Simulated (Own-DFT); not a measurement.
# One host, several defects: C40 NbSi2

The numbers are computed, not measured, by runs of the plane-wave DFT program Own-DFT (in-house, retired, unreviewed) at fixed positions, with no spin and no spin-orbit coupling.

Common settings: PBEsol; PseudoDojo norm-conserving scalar-relativistic files, made for PBE; cutoff 42 hartree; 4 x 4 x 5 k mesh centred on Gamma; cold (Marzari-Vanderbilt) smearing of 0.2 eV.

Caveats: forces on such cells failed a check on a denser k mesh; stress not checked against mesh or cutoff.

All runs share one cell, with vectors in Å (0.000, 8.324, 0.000); (-9.613, 0.000, 0.000); (0.000, 0.000, 6.586) and a volume of 527.0 Å³. The atoms are randomly displaced, by u rms on each axis. The defect's site can differ from row to row.

```
cell,formula,u (Å),P (GPa)
no defect,Nb12Si24,0.0183,-2.20
no defect,Nb12Si24,0.0191,-2.17
no defect,Nb12Si24,0.0491,-1.02
two Nb on a Si site each,Nb14Si22,0.0293,3.64
two Nb on a Si site each,Nb14Si22,0.0297,3.60
two Nb on a Si site each,Nb14Si22,0.0481,4.70
one Si vacancy,Nb12Si23,0.0340,-2.46
one Si vacancy,Nb12Si23,0.0464,-1.74
one Si vacancy,Nb12Si23,0.0475,-1.90
two Nb vacancies,Nb10Si24,0.0282,-3.43
two Nb vacancies,Nb10Si24,0.0285,-3.41
two Nb vacancies,Nb10Si24,0.0539,-2.32
two Si on a Nb site each,Nb10Si26,0.0279,-1.81
two Si on a Nb site each,Nb10Si26,0.0302,-1.66
two Si on a Nb site each,Nb10Si26,0.0496,?
two Si on a Nb site each,Nb10Si26,0.0497,-1.05
```

## Worked fit

P = P0 + c u² + a shift for each defect gives P0 = -2.37 GPa, c = 556 ± 37 GPa/Å² and a scatter of 0.11 GPa. The shifts, and each times the cell's volume:

- two Nb on a Si site each: 5.60 ± 0.09 GPa, 18.4 eV (9.2 eV for each of its 2 sites)
- two Si on a Nb site each: 0.09 ± 0.09 GPa, 0.3 eV (0.2 eV for each of its 2 sites) (not resolved)
- one Si vacancy: -0.70 ± 0.10 GPa, -2.3 eV
- two Nb vacancies: -1.52 ± 0.10 GPa, -5.0 eV (-2.5 eV for each of its 2 sites)

Against the defect-free cell, a freed cell would be larger where the shift is positive and smaller where it is negative (160.2 GPa Å³ is 1 eV). The atoms around the defects weren't relaxed, which would change these numbers.

## Prediction

Question: what pressure belongs in the blank (two Si on a Nb site each, u = 0.0496 Å)?

Estimate: -0.91 ± 0.14 GPa. The hidden result is -0.89 GPa.
